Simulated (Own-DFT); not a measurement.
# Biaxial strain at fixed height in wurtzite GaN, 72 atoms (Ga36N36)

No measurement is shown. These are fixed-geometry runs of a retired plane-wave code named Own-DFT, which no person has reviewed; spin and spin-orbit coupling are neglected.

All runs used: PBE; PseudoDojo norm-conserving scalar-relativistic files; cutoff 42 hartree; 4 x 4 x 3 k mesh centred on Gamma; Fermi-Dirac smearing of 0.1 eV.

Keep in mind: forces not confirmed at this smearing and k mesh; stress not checked against mesh or cutoff.

Unstrained cell vectors in Å: (9.567, 0.000, 0.000); (-4.784, 8.285, 0.000); (0.000, 0.000, 10.370). The unstrained cell has measured lattice constants (interpolated for alloys), not those of this functional. That, the random moves and any unrelaxed bonds set the pressure at no strain. Each run strains x and y alike by e, as a substrate would, and holds the height along z. All atoms carry random offsets, Gaussian with a width of 0.05 Å per axis. Stress is positive in tension.

```
e (%)  u (Å)  (s_xx + s_yy)/2 (GPa)  s_zz (GPa)
-2.25  0.049                 -21.67      -11.07
-1.75  0.052                 -17.99      -11.57
-0.50  0.052                      ?           ?
-0.25  0.050                  -7.97       -9.41
 0.50  0.053                  -4.82       -8.10
 1.00  0.051                  -1.40       -8.34
 1.25  0.051                  -0.53       -7.98
 1.75  0.048                   0.89       -4.65
 2.25  0.050                   3.51       -5.28
 2.75  0.046                   5.95       -5.52
```

## Fit

With e as a fraction, the in-plane stress is -7.1 + 560 e - 3696 e² GPa (errors 10 and 692, scatter 0.48), and s_zz is -8.8 + 135 e GPa (slope ± 19, scatter 0.92). At e = 0 the first slope is C11 + C12 and the second 2 C13, both with the ions held to the strained lattice and at the cell's own pressure. The term in e² is negative: the layer stiffens under compression and softens under tension. A free layer would change its height as e changes, and the in-plane slope would drop by 2 C13²/C33 to the biaxial modulus. At fixed height, a misfit of 1 % moves the in-plane stress by about 5.6 GPa and s_zz by 1.4 GPa.

## The run left out

Asked: what are the two stresses at e = -0.50 %?

The fit gives -10.0 and -9.5 GPa. The hidden result is -11.02 and -8.30 GPa.
